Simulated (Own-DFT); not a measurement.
GaP (zincblende, atoms displaced) (calculated)

All values are calculated (Own-DFT development build). A calculation, not a measurement: plane-wave PBE density functional theory by an unreviewed code, no spin, of a simulated periodic cell, stress positive in tension, free energy of the whole cell less one offset for each atom, forces on such cells passed a denser k mesh, this cell's mesh not checked; offsets are fitted by least squares, one for each functional and potential file, so energies compare only between cells with the same atoms and settings and are not formation energies; the far tail of each file's local potential was reset to the Coulomb form; each entry is a single point on an unrelaxed cell, so the pressure reflects the starting lattice, mostly measured values (interpolated for alloys), from which strain is counted, and rises with the displacements; printed positions are rounded, which can move forces by about a meV/angstrom; the program, named Own-DFT, is a retired in-house code; no spin-orbit coupling.

## GaP (zincblende, atoms displaced)

```
GaP
1.0
     10.9010     0.0000     0.0000
      0.0000    10.9010     0.0000
      0.0000     0.0000    10.9010
Ga P Ga P Ga P Ga P Ga P Ga P Ga P Ga P
4 4 4 4 4 4 4 4 4 4 4 4 4 4 4 4
Direct
  0.00904 0.99735 0.99368
  0.02537 0.24418 0.25323
  0.26253 0.01582 0.24700
  0.24023 0.25155 0.99173
  0.13533 0.13807 0.14063
  0.13205 0.35553 0.39365
  0.37665 0.11625 0.35617
  0.35495 0.37644 0.11881
  0.00750 0.97729 0.49509
  0.99051 0.27098 0.75257
  0.24856 0.01051 0.75791
  0.26416 0.28225 0.47794
  0.13324 0.14925 0.61773
  0.11209 0.37483 0.89271
  0.36789 0.11474 0.86159
  0.36754 0.36633 0.62532
  0.00004 0.47309 0.01903
  0.98684 0.75709 0.22161
  0.23673 0.50347 0.26613
  0.25302 0.73962 0.00525
  0.13174 0.62619 0.13953
  0.10317 0.86316 0.37300
  0.34325 0.62724 0.38043
  0.37202 0.88141 0.11115
  0.02656 0.51985 0.51809
  0.98599 0.75577 0.74039
  0.24295 0.50107 0.75649
  0.24767 0.74578 0.49196
  0.12544 0.62994 0.61363
  0.11875 0.89447 0.85749
  0.36883 0.64111 0.88162
  0.37929 0.86410 0.61995
  0.49529 0.98907 0.02444
  0.48175 0.26532 0.25012
  0.73731 0.99382 0.26532
  0.75395 0.24915 0.99564
  0.62268 0.10126 0.15087
  0.61191 0.35578 0.38572
  0.88266 0.13867 0.36123
  0.83639 0.39084 0.13658
  0.51281 0.00511 0.52314
  0.48188 0.27331 0.74976
  0.74394 0.00529 0.74350
  0.76245 0.26565 0.50257
  0.62494 0.13406 0.61812
  0.62243 0.37941 0.87253
  0.87479 0.10827 0.88981
  0.89314 0.38758 0.64112
  0.50449 0.47807 0.00974
  0.47996 0.74801 0.25814
  0.74956 0.51001 0.23147
  0.75963 0.76538 0.99714
  0.62689 0.60960 0.12891
  0.66347 0.86292 0.38226
  0.87653 0.62716 0.38607
  0.87271 0.87795 0.13669
  0.49591 0.49943 0.51345
  0.50156 0.76424 0.76544
  0.74333 0.52024 0.73857
  0.73875 0.74586 0.48816
  0.63028 0.62501 0.60205
  0.61451 0.87999 0.88138
  0.86232 0.61662 0.86059
  0.87345 0.86958 0.61702
```

| Item | Value |
| --- | --- |
| functional | PBE |
| potential files | PseudoDojo norm-conserving, scalar-relativistic, standard set |
| wave cutoff | 42 hartree |
| occupations | Fermi-Dirac |
| smearing width | 0.1 eV |
| k mesh | 3 x 3 x 3 centred on Gamma |
| free energy of cell above offsets | -11.638 eV |
| pressure | 8.52 GPa |
| stress xx | -8.96 GPa |
| stress yy | -8.31 GPa |
| stress zz | -8.3 GPa |
| stress yz | -0.24 GPa |
| stress xz | -2.82 GPa |
| stress xy | 1.53 GPa |

Force:
```
element  x (eV/Å)  y (eV/Å)  z (eV/Å)
     Ga    -0.017     0.207     2.412
     Ga     -3.17     1.912      1.33
     Ga    -2.704    -3.524    -1.218
     Ga     1.096    -1.518     0.056
      P     0.554    -2.309    -3.879
      P    -6.778     6.043    -4.444
      P     2.549     2.274     4.409
      P     0.524     0.517     0.742
     Ga    -1.236     3.876     1.468
     Ga     2.117    -4.108     1.963
     Ga    -1.351    -0.865    -4.083
     Ga     5.509    -6.722     3.554
      P    -0.438     -1.18     0.246
      P     1.183    -0.153    -2.538
      P      2.95     2.844     3.432
      P    -0.793     3.242    -0.055
     Ga    -1.853     2.714      1.38
     Ga     2.145    -3.173     3.527
     Ga    -0.355    -1.984    -0.757
     Ga    -1.805     1.763     0.361
      P    -1.693    -0.203    -1.665
      P     3.109    -0.682    -2.222
      P     4.712    -1.793    -0.915
      P    -3.218    -2.976     3.434
     Ga    -5.372    -5.434    -4.904
     Ga     0.845    -0.906     1.045
     Ga     0.019     0.506     0.108
     Ga    -1.732     3.174     1.659
      P     4.047     4.274     5.906
      P    -0.051    -3.157     0.972
      P     1.681    -2.938    -1.439
      P    -0.541     1.162     0.422
     Ga     2.805     3.242    -3.125
     Ga     0.764    -1.388    -0.528
     Ga      3.37     1.526    -0.409
     Ga    -0.882    -0.773     0.747
      P    -1.556     3.338    -2.571
      P     0.131     2.344    -0.426
      P      -0.7    -1.409     1.495
      P     6.302    -6.544    -4.407
     Ga    -1.493    -1.866    -2.635
     Ga     2.163    -2.975     1.637
     Ga      0.23    -0.535      0.39
     Ga     0.755    -0.809      -0.1
      P      1.28     2.062     1.933
      P     0.447    -0.537    -0.915
      P    -0.701     2.141    -1.844
      P     -3.14     2.343    -3.019
     Ga    -0.718     1.684    -0.041
     Ga     1.374    -0.064    -0.454
     Ga    -1.705     3.272     7.928
     Ga    -0.682    -1.432    -0.372
      P     -3.15     3.763    -1.847
      P    -7.538     3.624    -2.951
      P     0.889    -1.153    -1.763
      P    -1.712      2.96    -2.969
     Ga    -0.613    -0.535    -1.515
     Ga    -0.722    -1.651    -1.813
     Ga    -0.708    -2.047    -0.633
     Ga     4.862    -3.874     4.211
      P    -1.796     0.381     2.518
      P     1.798     1.104     0.529
      P     2.389     1.961     2.696
      P    -1.677     0.964    -0.054
```
